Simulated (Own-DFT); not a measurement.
# How strain changes the stress of C40 NbSi2, 36 atoms (Nb12Si24)

Calculated results; nothing here was measured. They come from Own-DFT, an in-house plane-wave density functional program, since retired, whose code no person has reviewed. Each row is one single-point run on a periodic cell that was not relaxed, without spin or spin-orbit coupling.

Settings of every run: PBE; PseudoDojo norm-conserving scalar-relativistic files; cutoff 42 hartree; 4 x 4 x 5 k mesh centred on Gamma; cold (Marzari-Vanderbilt) smearing of 0.2 eV.

Known limits: forces on such cells failed a check on a denser k mesh; stress not checked against mesh or cutoff.

Unstrained cell vectors in Å: (0.000, 8.324, 0.000); (-9.613, 0.000, 0.000); (0.000, 0.000, 6.586). The unstrained cell was taken from the Materials Project. The random moves and any unrelaxed bonds add to the pressure at no strain. Each run strains this cell uniformly, with the atoms carried along. Every atom was also moved at random, by a Gaussian of width 0.05 Å on each axis. Strain is the symmetric tensor, in per cent. Stress is positive in tension, and the pressure is minus a third of its trace.

```
run,e_xx (%),e_yy (%),e_zz (%),e_yz (%),e_xz (%),e_xy (%),s_xx (GPa),s_yy (GPa),s_zz (GPa),s_yz (GPa),s_xz (GPa),s_xy (GPa),P (GPa),E (meV/atom)
1,-0.44,0.64,0.53,0.62,-0.71,-0.94,-4.18,-0.38,-0.99,2.38,-2.41,-3.23,1.85,16.0
2,0.70,0.05,-0.01,0.87,0.78,-1.83,0.26,-2.63,-3.83,2.75,2.42,-5.26,2.07,18.7
3,0.09,1.89,-0.75,-0.82,0.69,-0.28,-0.99,3.78,-5.88,-2.41,1.95,-0.97,1.03,7.3
4,0.31,0.74,1.32,-1.21,-1.21,1.70,-0.46,1.14,2.74,-3.71,-3.17,4.28,-1.14,15.0
5,1.14,-1.91,-0.87,-1.81,-0.83,-1.07,-0.92,-9.98,-8.61,-6.25,-2.59,-3.25,6.50,26.0
6,0.89,1.28,-0.29,1.76,-0.96,-0.95,2.01,2.55,-3.91,4.93,-2.76,-2.53,-0.22,5.6
7,0.97,0.99,1.34,0.33,0.33,-1.76,2.03,2.83,3.97,0.88,0.86,-4.46,-2.94,5.6
8,-0.12,-0.14,1.82,-0.61,1.24,1.70,-2.43,-1.27,3.56,-2.08,3.98,4.84,0.05,16.8
9,1.79,-0.40,-0.76,-0.26,-1.58,1.18,3.08,-2.48,-6.25,-0.89,-4.76,3.37,1.89,4.4
10,-1.54,-0.34,1.63,-0.91,1.19,-0.21,-7.00,-3.06,1.50,-2.41,2.84,0.01,2.85,9.6
11,-0.94,0.24,0.95,-1.79,1.02,-1.17,-5.44,-1.39,0.03,-5.08,3.15,-3.43,2.27,15.1
12,-1.43,1.06,1.28,-1.03,0.07,1.42,-6.60,1.59,2.17,-3.50,0.03,4.45,0.95,4.4
13,-0.49,1.62,1.20,-1.95,1.31,-0.70,-2.30,3.33,1.46,-5.37,3.70,-1.80,-0.83,24.1
14,0.37,1.84,-1.01,0.44,0.96,-0.80,0.15,3.30,-6.40,1.27,3.04,-1.89,0.98,0.0
15,-0.72,-1.77,1.70,-1.08,0.49,0.34,-4.27,-8.33,0.81,-3.22,0.90,1.22,3.93,14.9
16,1.78,-1.29,-1.85,-1.58,-1.86,-1.43,?,?,?,?,?,?,?,?
```

E is the free energy for each atom above the lowest run shown.

## Worked fit

Each stress component was fitted by least squares to a constant and the strains of the runs shown, as fractions, with shears doubled. Shear strains stay in the fit of a normal stress only where such slopes are resolved. The slopes, in GPa:

```
stress  at no strain  per e_xx  per e_yy  per e_zz  scatter
  s_xx          -2.4  345 ± 22   70 ± 14   44 ± 21     0.60
  s_yy          -2.6   71 ± 18  362 ± 12   87 ± 17     0.50
  s_zz          -4.0   73 ± 18   90 ± 11  438 ± 17     0.48
```

Each shear stress against twice its own strain: yz 150 ± 6, xz 151 ± 6, xy 143 ± 5 GPa. These are stiffnesses along x, y and z of the frame in which the cell vectors are given, which need not be the crystal's axes. The atoms are held to the strained lattice; where symmetry lets them move under strain, relaxing them would lower some slopes. The table should be nearly symmetric about its diagonal, and what it lacks of that shows the noise. A ninth of its sum, 176 ± 7 GPa, estimates the bulk modulus near the mean pressure of these runs, 1.3 GPa.

## Withheld run

Question: what normal stresses and pressure should run 16 give?

The fit gives s_xx = 2.0, s_yy = -7.7, s_zz = -12.0 and P = 5.9 GPa. The calculation gave 1.12, -7.11, -12.44 and P = 6.14 GPa.
